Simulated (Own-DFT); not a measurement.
# Computed records: Al3GaN4 (wurtzite random alloy, strained, atoms displaced), AlGa3N4 (wurtzite random alloy, strained, atoms displaced)

A calculation, not a measurement: plane-wave density functional theory by an unreviewed code, no spin, of a simulated periodic cell, stress positive in tension, run twice, with PBE and with PBEsol, both on files made for PBE, so the change isn't that of files made for PBEsol, forces on such cells passed a denser k mesh, this cell's mesh not checked; the far tail of each file's local potential was reset to the Coulomb form; each entry is a single point on an unrelaxed cell, so the pressure reflects the starting lattice, mostly measured values (interpolated for alloys), from which strain is counted, and rises with the displacements; printed positions are rounded, which can move forces by about a meV/angstrom; the program, named Own-DFT, is a retired in-house code; no spin-orbit coupling; stress was not checked against mesh or cutoff. Program: Own-DFT development build.

Settings shared by all entries: functional PBE, then PBEsol; potential files PseudoDojo norm-conserving, scalar-relativistic, standard set; wave cutoff 42 hartree; occupations Fermi-Dirac; smearing width 0.1 eV; k mesh 4 x 4 x 3 centred on Gamma.

(1) Al3GaN4 (wurtzite random alloy, strained, atoms displaced)

```
Al3GaN4
1.0
      9.6521     0.0000     0.0000
     -4.8260     8.3589     0.0000
      0.0000     0.0000    10.0655
Al Ga N Ga N Al Ga N Al Ga N Al N Al N Al N Ga Al N Al Ga N Al N Ga Al N Al N Ga Al N Al N Al N Al N Al N Al N
1 1 2 2 2 1 1 2 1 1 2 2 2 2 2 2 2 1 1 2 1 1 2 2 2 1 1 2 2 2 1 1 2 2 2 2 2 2 2 2 2 2 2
Direct
  0.11260 0.22240 0.99677
  0.21877 0.11496 0.25075
  0.11447 0.22447 0.18758
  0.20893 0.10327 0.44406
  0.11832 0.22675 0.49577
  0.21743 0.10858 0.75235
  0.10486 0.22103 0.69504
  0.22867 0.11379 0.94207
  0.10934 0.56251 0.00551
  0.21740 0.44079 0.25837
  0.09888 0.55165 0.19489
  0.22087 0.44683 0.43779
  0.11370 0.55549 0.50067
  0.22124 0.44608 0.74615
  0.09347 0.55207 0.68810
  0.22231 0.44206 0.93509
  0.11554 0.89026 0.99573
  0.22973 0.78095 0.25108
  0.10466 0.88979 0.19342
  0.21917 0.77726 0.44174
  0.11611 0.89489 0.49445
  0.23080 0.78516 0.74898
  0.10010 0.88251 0.68974
  0.22516 0.77520 0.92591
  0.45175 0.22757 0.99337
  0.55783 0.10882 0.25019
  0.44643 0.22398 0.17835
  0.54610 0.10288 0.44809
  0.44867 0.22382 0.49411
  0.54911 0.11079 0.74822
  0.44337 0.22580 0.68915
  0.55036 0.10714 0.93599
  0.43961 0.55544 0.00086
  0.55825 0.43944 0.25712
  0.44386 0.55540 0.18631
  0.55024 0.44487 0.43709
  0.43940 0.56676 0.49926
  0.55854 0.44566 0.75182
  0.43912 0.55520 0.68759
  0.55484 0.43440 0.94112
  0.44103 0.88289 0.99956
  0.56208 0.76428 0.25118
  0.43999 0.89584 0.18793
  0.55963 0.78399 0.43815
  0.44181 0.89145 0.49927
  0.53950 0.76980 0.75420
  0.45457 0.89691 0.68518
  0.56158 0.77870 0.94571
  0.79312 0.22980 0.99964
  0.87947 0.11177 0.24519
  0.77851 0.22663 0.19221
  0.89795 0.11905 0.44353
  0.78799 0.23160 0.50810
  0.88362 0.09785 0.74117
  0.76508 0.21808 0.69384
  0.88955 0.11472 0.94614
  0.77685 0.55705 0.98741
  0.88146 0.43825 0.24976
  0.78845 0.55688 0.19679
  0.88723 0.44690 0.44183
  0.77282 0.54500 0.49785
  0.87493 0.43881 0.73827
  0.77853 0.56528 0.69066
  0.89860 0.44419 0.94012
  0.78527 0.88873 0.00540
  0.88952 0.77564 0.25853
  0.77636 0.88485 0.19560
  0.87636 0.76975 0.43456
  0.78428 0.89028 0.50331
  0.88440 0.77499 0.75010
  0.78121 0.88650 0.70141
  0.88460 0.77879 0.93520
```

- PBE pressure: -3.99 GPa
- PBE stress xx: 8.5 GPa
- PBE stress yy: 6.26 GPa
- PBE stress zz: -2.79 GPa
- PBE stress yz: 0.06 GPa
- PBE stress xz: 0.44 GPa
- PBE stress xy: 0.38 GPa
- PBEsol pressure: -6.9 GPa
- PBEsol stress xx: 11.37 GPa
- PBEsol stress yy: 9.06 GPa
- PBEsol stress zz: 0.26 GPa
- PBEsol stress yz: 0.06 GPa
- PBEsol stress xz: 0.45 GPa
- PBEsol stress xy: 0.34 GPa
- rms change of force components from PBE to PBEsol: 0.064 eV/Å

Force:
| force element | PBE force x (eV/Å) | PBE force y (eV/Å) | PBE force z (eV/Å) | PBEsol force x (eV/Å) | PBEsol force y (eV/Å) | PBEsol force z (eV/Å) |
| --- | --- | --- | --- | --- | --- | --- |
| Al | 0.134 | 0.289 | -0.1 | 0.14 | 0.295 | -0.121 |
| Ga | 1.077 | -0.443 | -0.86 | 1.034 | -0.418 | -0.828 |
| N | -1.793 | -0.317 | -0.11 | -1.647 | -0.254 | 0.017 |
| N | 1.665 | 0.859 | -0.532 | 1.609 | 1.052 | -0.599 |
| Ga | -0.697 | -0.203 | 1.353 | -0.68 | -0.206 | 1.315 |
| Ga | 0.074 | 0.064 | -0.712 | 0.07 | 0.08 | -0.687 |
| N | -0.178 | -0.314 | -0.646 | -0.032 | -0.222 | -0.687 |
| N | -0.594 | -0.47 | 0.783 | -0.59 | -0.464 | 0.622 |
| Al | 0.906 | -0.884 | -1.07 | 0.94 | -0.88 | -1.075 |
| Ga | 0.036 | 0.482 | -3.241 | 0.05 | 0.444 | -3.141 |
| N | 0.931 | 1.11 | -0.268 | 1.027 | 1.043 | -0.198 |
| N | 0.303 | 1.102 | 2.595 | 0.304 | 0.92 | 2.42 |
| Al | -1.315 | 0.388 | -0.079 | -1.303 | 0.372 | -0.109 |
| Ga | -1.342 | -0.453 | 0.243 | -1.296 | -0.462 | 0.268 |
| N | 1.373 | 0.888 | -0.437 | 1.465 | 0.842 | -0.366 |
| N | -0.197 | 0.718 | 1.916 | -0.22 | 0.718 | 1.73 |
| Al | -0.394 | 0.03 | 0.403 | -0.384 | 0.029 | 0.385 |
| Al | -1.523 | -0.362 | -0.108 | -1.521 | -0.37 | -0.118 |
| N | 1.099 | -0.819 | -0.761 | 1.099 | -0.668 | -0.702 |
| N | 0.636 | 0.098 | 0.029 | 0.632 | 0.093 | 0.042 |
| Al | -0.926 | -2.025 | 0.964 | -0.93 | -2.037 | 0.95 |
| Al | -1.243 | -0.87 | -2.293 | -1.214 | -0.856 | -2.332 |
| N | 1.213 | 0.185 | -0.432 | 1.209 | 0.316 | -0.374 |
| N | -1.136 | -0.25 | 2.754 | -1.001 | -0.175 | 2.824 |
| Al | -0.004 | -1.781 | 0.388 | -0.013 | -1.786 | 0.369 |
| Al | -1.022 | 0.414 | -0.301 | -1.027 | 0.436 | -0.302 |
| N | 0.619 | -0.591 | 1.946 | 0.507 | -0.511 | 2.047 |
| N | 1.743 | 1.106 | -1.763 | 1.6 | 1.216 | -1.689 |
| Ga | -1.257 | -0.299 | 0.858 | -1.234 | -0.293 | 0.856 |
| Al | 0.2 | 0.184 | 0.24 | 0.189 | 0.17 | 0.212 |
| N | 0.489 | 0.258 | 0.453 | 0.366 | 0.181 | 0.352 |
| N | 0.226 | 0.651 | 0.056 | 0.325 | 0.552 | 0.158 |
| Al | 0.535 | -0.464 | -0.502 | 0.541 | -0.475 | -0.53 |
| Ga | -0.031 | 0.322 | -3.146 | -0.048 | 0.297 | -3.054 |
| N | 0.006 | -0.013 | 0.711 | 0 | -0.167 | 0.811 |
| N | -0.125 | 0.757 | 2.657 | -0.121 | 0.604 | 2.492 |
| Al | 1.285 | -0.612 | -0.225 | 1.28 | -0.634 | -0.248 |
| Al | -0.822 | -0.22 | -0.556 | -0.841 | -0.213 | -0.57 |
| N | 1.091 | 0.646 | -0.027 | 0.951 | 0.541 | 0.038 |
| N | -0.451 | 2.447 | -0.816 | -0.461 | 2.449 | -0.796 |
| Ga | 0.329 | 1.149 | -0.345 | 0.326 | 1.14 | -0.325 |
| Al | -1.307 | 1.256 | -0.399 | -1.322 | 1.261 | -0.415 |
| N | 1.168 | -0.982 | 1.423 | 1.195 | -0.991 | 1.242 |
| N | -0.282 | -0.285 | 0.679 | -0.275 | -0.258 | 0.689 |
| Al | 0.519 | -0.704 | -0.405 | 0.511 | -0.727 | -0.412 |
| Al | 1.615 | 1.069 | -0.042 | 1.6 | 1.072 | -0.045 |
| N | -0.995 | -1.338 | 0.812 | -0.982 | -1.318 | 0.816 |
| N | 0.094 | -0.893 | -0.643 | -0.024 | -0.806 | -0.574 |
| Ga | -2.055 | -0.632 | -0.488 | -1.988 | -0.615 | -0.468 |
| Al | 1.57 | -0.256 | 0.657 | 1.586 | -0.253 | 0.641 |
| N | -0.197 | -0.962 | 0.972 | -0.197 | -0.95 | 0.797 |
| N | -1.725 | -0.967 | -0.442 | -1.563 | -0.883 | -0.388 |
| Al | -0.515 | -1.232 | -0.977 | -0.52 | -1.227 | -0.993 |
| Al | -0.703 | 2 | 1.693 | -0.728 | 2.02 | 1.689 |
| N | 1.163 | 0.22 | -0.418 | 1.162 | 0.202 | -0.386 |
| N | 1.922 | -1.651 | -0.984 | 1.746 | -1.541 | -0.927 |
| Al | 0.852 | -0.443 | 1.688 | 0.847 | -0.452 | 1.686 |
| Al | 0.317 | 0.968 | 0.255 | 0.325 | 0.942 | 0.259 |
| N | -1.131 | 0.306 | -1.353 | -1.241 | 0.252 | -1.31 |
| N | 0.583 | -0.804 | 0.288 | 0.598 | -0.787 | 0.289 |
| Al | -0.821 | 1.713 | -0.113 | -0.829 | 1.699 | -0.126 |
| Al | 1.105 | 0.539 | 1.694 | 1.091 | 0.519 | 1.691 |
| N | -0.287 | -1.934 | -0.309 | -0.281 | -1.917 | -0.303 |
| N | -1.721 | 1.492 | -1.023 | -1.713 | 1.307 | -0.97 |
| Al | -0.996 | 0.406 | -0.543 | -1.005 | 0.416 | -0.546 |
| Al | 0.069 | -0.161 | -2.282 | 0.052 | -0.15 | -2.307 |
| N | 0.233 | 0.54 | -0.295 | 0.249 | 0.539 | -0.271 |
| N | 0.86 | 0.415 | 2.723 | 0.862 | 0.398 | 2.748 |
| Al | -0.51 | -0.04 | -0.177 | -0.509 | -0.029 | -0.176 |
| Al | 0.54 | 0.704 | -0.304 | 0.54 | 0.707 | -0.313 |
| N | -1.398 | -0.876 | -1.768 | -1.406 | -0.91 | -1.739 |
| N | 1.116 | -0.22 | 1.068 | 1.119 | -0.212 | 1.066 |

(2) AlGa3N4 (wurtzite random alloy, strained, atoms displaced)

```
AlGa3N4
1.0
      9.6519     0.0000     0.0000
     -4.8259     8.3588     0.0000
      0.0000     0.0000    10.2685
Ga N Ga N Ga N Al Ga N Ga Al N Ga N Al N Ga N Ga Al N Ga N Ga Al N Ga Al N Al N Ga N Ga N Ga N Ga N Ga N
2 2 2 2 2 2 1 1 2 1 1 2 2 2 2 2 2 2 1 1 2 2 2 1 1 2 1 1 2 2 2 2 2 2 2 2 2 2 2 2 2
Direct
  0.11186 0.21808 0.99212
  0.22208 0.11026 0.24630
  0.12494 0.22934 0.19512
  0.21399 0.11453 0.43489
  0.11050 0.22530 0.50742
  0.22720 0.11506 0.75388
  0.10778 0.21957 0.68821
  0.21965 0.10531 0.93309
  0.10499 0.56034 0.99412
  0.21697 0.43245 0.24953
  0.11484 0.54623 0.19055
  0.22534 0.45235 0.44107
  0.11701 0.55735 0.49951
  0.21820 0.44687 0.74484
  0.10522 0.55789 0.68567
  0.22426 0.44421 0.94913
  0.11134 0.88882 0.99234
  0.22987 0.78675 0.24322
  0.11716 0.89083 0.18689
  0.22656 0.77691 0.43597
  0.10569 0.88833 0.49752
  0.21157 0.76876 0.74923
  0.09769 0.87770 0.69025
  0.22351 0.78771 0.94011
  0.45798 0.22988 0.99971
  0.56859 0.12041 0.25030
  0.44583 0.22757 0.19078
  0.55412 0.10948 0.44478
  0.44428 0.22685 0.49132
  0.55436 0.11148 0.75295
  0.44865 0.22569 0.69720
  0.55601 0.12236 0.93897
  0.44653 0.55082 0.00650
  0.55912 0.44724 0.24455
  0.44498 0.55687 0.19013
  0.54760 0.44112 0.43232
  0.45020 0.55982 0.49550
  0.56159 0.44718 0.75643
  0.44235 0.55530 0.69897
  0.55387 0.44500 0.94134
  0.44441 0.88830 0.00160
  0.56376 0.77898 0.25354
  0.44199 0.88516 0.18152
  0.55453 0.77648 0.43777
  0.44983 0.89192 0.50341
  0.55412 0.77874 0.75725
  0.44253 0.89286 0.69603
  0.55997 0.78623 0.93875
  0.76926 0.21904 0.00478
  0.88229 0.10829 0.25446
  0.78459 0.22929 0.19160
  0.88581 0.11506 0.44579
  0.77551 0.22208 0.50491
  0.88920 0.11750 0.74911
  0.77103 0.22112 0.68552
  0.88333 0.10936 0.93714
  0.78137 0.56098 0.00127
  0.89075 0.44540 0.25037
  0.77592 0.55049 0.18483
  0.88651 0.44298 0.44220
  0.76785 0.55642 0.49993
  0.89405 0.44285 0.75275
  0.77189 0.56140 0.68365
  0.87779 0.43237 0.94477
  0.78533 0.90039 0.99581
  0.88935 0.76951 0.25609
  0.77412 0.87965 0.18412
  0.88152 0.77104 0.44027
  0.77844 0.88345 0.50089
  0.89281 0.78443 0.75041
  0.77660 0.88825 0.68876
  0.89009 0.78168 0.94171
```

- PBE pressure: 1.34 GPa
- PBE stress xx: 0.84 GPa
- PBE stress yy: 0.26 GPa
- PBE stress zz: -5.13 GPa
- PBE stress yz: 0.13 GPa
- PBE stress xz: 0.83 GPa
- PBE stress xy: 0.38 GPa
- PBEsol pressure: -3.31 GPa
- PBEsol stress xx: 5.46 GPa
- PBEsol stress yy: 4.93 GPa
- PBEsol stress zz: -0.46 GPa
- PBEsol stress yz: 0.14 GPa
- PBEsol stress xz: 0.82 GPa
- PBEsol stress xy: 0.38 GPa
- rms change of force components from PBE to PBEsol: 0.066 eV/Å

Force:
| force element | PBE force x (eV/Å) | PBE force y (eV/Å) | PBE force z (eV/Å) | PBEsol force x (eV/Å) | PBEsol force y (eV/Å) | PBEsol force z (eV/Å) |
| --- | --- | --- | --- | --- | --- | --- |
| Ga | -0.327 | 0.558 | 1.259 | -0.309 | 0.554 | 1.227 |
| Ga | 0.31 | 0.024 | 0.157 | 0.288 | 0.046 | 0.162 |
| N | -2.232 | -3.354 | -1.611 | -2.087 | -3.221 | -1.594 |
| N | 0.92 | -0.575 | 0.929 | 0.904 | -0.562 | 0.903 |
| Ga | -0.159 | 0.298 | -1.86 | -0.15 | 0.278 | -1.802 |
| Ga | -0.069 | -0.58 | -1.767 | -0.078 | -0.565 | -1.698 |
| N | 0.188 | 0.5 | 1.373 | 0.171 | 0.499 | 1.323 |
| N | 0.852 | 1.329 | 1.922 | 0.733 | 1.246 | 1.827 |
| Ga | 1.274 | -0.768 | 1.471 | 1.254 | -0.768 | 1.456 |
| Ga | 0.41 | 2.63 | 0.608 | 0.407 | 2.561 | 0.578 |
| N | -1.551 | 2.121 | -0.385 | -1.526 | 1.964 | -0.405 |
| N | -0.228 | -0.563 | 0.618 | -0.077 | -0.636 | 0.542 |
| Al | -1.137 | 0.244 | -1.008 | -1.146 | 0.244 | -0.994 |
| Ga | 0.901 | -0.155 | 1.204 | 0.898 | -0.159 | 1.18 |
| N | 0.859 | -0.794 | -0.385 | 0.835 | -0.779 | -0.206 |
| N | -0.857 | 0.21 | -1.731 | -0.834 | 0.198 | -1.704 |
| Ga | -0.662 | 0.453 | 1.258 | -0.653 | 0.448 | 1.225 |
| Al | 0.184 | -1.497 | 0.776 | 0.176 | -1.504 | 0.762 |
| N | -0.187 | -0.887 | 0.248 | -0.315 | -0.784 | 0.195 |
| N | -0.627 | -0.125 | -0.188 | -0.608 | 0.009 | -0.099 |
| Ga | 1.039 | 0.045 | 0.148 | 1.005 | 0.043 | 0.164 |
| Ga | 0.485 | 1.872 | -0.006 | 0.46 | 1.836 | 0.003 |
| N | 1.809 | 1.868 | -0.756 | 1.761 | 1.813 | -0.74 |
| N | 0.721 | -1.586 | -0.626 | 0.691 | -1.562 | -0.622 |
| Al | -1.852 | -0.414 | 0.484 | -1.89 | -0.425 | 0.48 |
| Al | -1.397 | -1.016 | 0.177 | -1.405 | -1.016 | 0.178 |
| N | 1.683 | -0.031 | -0.635 | 1.543 | -0.116 | -0.572 |
| N | -0.047 | 0.502 | -1.846 | -0.04 | 0.488 | -1.679 |
| Ga | -0.303 | -1.077 | 1.314 | -0.29 | -1.042 | 1.29 |
| Ga | -0.197 | 0.094 | -0.415 | -0.205 | 0.094 | -0.406 |
| N | -0.552 | -0.033 | -1.43 | -0.538 | -0.035 | -1.382 |
| N | 1.137 | -0.637 | 1.203 | 1.145 | -0.778 | 1.042 |
| Ga | -0.936 | 1.199 | -0.764 | -0.924 | 1.16 | -0.73 |
| Al | -0.824 | -0.207 | 0.093 | -0.828 | -0.204 | 0.088 |
| N | 1.127 | 0.442 | 1.406 | 0.993 | 0.362 | 1.27 |
| N | 0.681 | 0.784 | -0.622 | 0.664 | 0.771 | -0.451 |
| Ga | -0.866 | -0.649 | 1.187 | -0.846 | -0.648 | 1.156 |
| Ga | -0.864 | 0.025 | -0.874 | -0.851 | 0.025 | -0.853 |
| N | 0.134 | 1.011 | -1.015 | 0.124 | 0.853 | -1.038 |
| N | 0.923 | -0.44 | 0.798 | 0.897 | -0.268 | 0.721 |
| Ga | 0.129 | 0.472 | -1.183 | 0.128 | 0.447 | -1.134 |
| Al | -1.244 | -0.624 | -1.279 | -1.252 | -0.625 | -1.296 |
| N | 0.996 | 1.179 | 2.752 | 1.012 | 1.185 | 2.539 |
| N | 0.479 | 0.749 | -0.46 | 0.472 | 0.722 | -0.285 |
| Ga | -0.741 | -0.519 | 0.131 | -0.738 | -0.49 | 0.141 |
| Al | 0.054 | -0.036 | -0.955 | 0.055 | -0.031 | -0.979 |
| N | 0.717 | -1.324 | -0.174 | 0.6 | -1.225 | -0.219 |
| N | 0.159 | -0.777 | -0.089 | 0.152 | -0.739 | 0.08 |
| Al | 0.829 | -0.064 | -0.397 | 0.841 | -0.082 | -0.397 |
| Al | 1.288 | 0.185 | -0.134 | 1.308 | 0.186 | -0.148 |
| N | -0.118 | -2.114 | -0.524 | -0.109 | -1.91 | -0.462 |
| N | 0.622 | -0.894 | -1.505 | 0.601 | -0.866 | -1.336 |
| Ga | -0.247 | 0.478 | -1.152 | -0.245 | 0.459 | -1.101 |
| Ga | -0.301 | -1.04 | -0.5 | -0.277 | -1.025 | -0.488 |
| N | 0.716 | 0.473 | 1.774 | 0.712 | 0.464 | 1.729 |
| N | -0.482 | 1.974 | 0.521 | -0.352 | 1.851 | 0.454 |
| Ga | -0.365 | -0.225 | -0.749 | -0.353 | -0.214 | -0.717 |
| Ga | 0.71 | 0.757 | 0.53 | 0.696 | 0.719 | 0.51 |
| N | -0.348 | 0.147 | 1.349 | -0.201 | 0.223 | 1.265 |
| N | 0.435 | 0.888 | 0.126 | 0.321 | 0.799 | 0.074 |
| Ga | 1.106 | -1.26 | -0.175 | 1.078 | -1.222 | -0.15 |
| Ga | -2.066 | -0.262 | -0.479 | -2.01 | -0.256 | -0.467 |
| N | 1.182 | -0.346 | 1.482 | 1.139 | -0.338 | 1.443 |
| N | 0.331 | 0.772 | -0.679 | 0.331 | 0.94 | -0.733 |
| Ga | -0.378 | -1.885 | 0.518 | -0.361 | -1.853 | 0.514 |
| Ga | -0.043 | 0.79 | -1.699 | -0.051 | 0.774 | -1.667 |
| N | -0.102 | 1.556 | 1.674 | 0.026 | 1.492 | 1.54 |
| N | 0.449 | 0.64 | -0.202 | 0.434 | 0.624 | -0.21 |
| Ga | -0.919 | 1.045 | 0.219 | -0.892 | 1.02 | 0.245 |
| Ga | -1.605 | -1.209 | 0.284 | -1.559 | -1.173 | 0.271 |
| N | -1.005 | 0.064 | 0.702 | -0.861 | 0.12 | 0.632 |
| N | -0.004 | -0.409 | -0.439 | 0.006 | -0.398 | -0.445 |
